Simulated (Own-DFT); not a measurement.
# Response to strain: wurtzite AlGaN with randomly placed atoms, 72 atoms (Al27Ga9N36)

These are calculations, not measurements. They come from Own-DFT, an in-house plane-wave density functional program, since retired, whose code no person has reviewed. Each row is one single-point run on a periodic cell that was not relaxed, without spin or spin-orbit coupling.

Settings of every run: PBE; PseudoDojo norm-conserving scalar-relativistic files (stringent for Ga); cutoff 96 hartree; 4 x 4 x 3 k mesh centred on Gamma; Gaussian smearing of 0.01 eV.

Known limits: forces on such cells passed a denser k mesh, each cell not checked; stress not checked against mesh or cutoff.

Unstrained cell vectors in Å: (9.394, 0.000, 0.000); (-4.697, 8.135, 0.000); (0.000, 0.000, 10.066). The unstrained cell has measured lattice constants (interpolated for alloys), not those of this functional. That, the random moves and any unrelaxed bonds set the pressure at no strain. Each run strains this cell uniformly, with the atoms carried along. Every atom was also moved at random, by a Gaussian of width 0.05 Å on each axis. The random placing of the alloy's atoms differs from row to row. Strain is the symmetric tensor, in per cent. Stress is positive in tension, and the pressure is minus a third of its trace.

```
run  e_xx (%)  e_yy (%)  e_zz (%)  s_xx (GPa)  s_yy (GPa)  s_zz (GPa)  P (GPa)  E (meV/atom)
  1      2.25      2.25      0.00        4.86        6.33       -4.48    -2.24           0.0
  2     -2.75     -2.75      0.00      -25.83      -25.68      -10.01    20.50          77.0
  3      1.00      1.00      0.00       -1.51       -0.34       -5.16     2.34           1.2
  4     -0.50     -0.50      0.00       -9.99       -8.87       -6.24     8.37           3.3
  5     -1.25     -1.25      0.00      -17.09      -12.67       -8.11    12.63          26.9
  6     -1.75     -1.75      0.00      -16.52      -16.70      -10.20    14.47          33.0
  7      2.75      2.75      0.00        6.65        8.06       -3.09    -3.88           2.9
  8      0.50      0.50      0.00       -3.35       -4.18       -5.52     4.35           2.4
  9      1.75      1.75      0.00           ?           ?           ?        ?             ?
```

E is the free energy for each atom above the lowest run shown.

## Worked fit

The change of volume is close to e_xx + e_yy + e_zz. A straight line through the runs shown gives P = 7.28 - 218 x (fractional change of volume) GPa, with an error of 9 on the slope and a scatter of 0.94 GPa. The strain isn't the same on all axes and the cell isn't cubic, so the slope belongs to this path and is not the bulk modulus.

## Withheld run

Question: what pressure should run 9 give? Its volume changes by 3.53 %.

The line gives -0.4 GPa. The calculation gave -0.23 GPa.
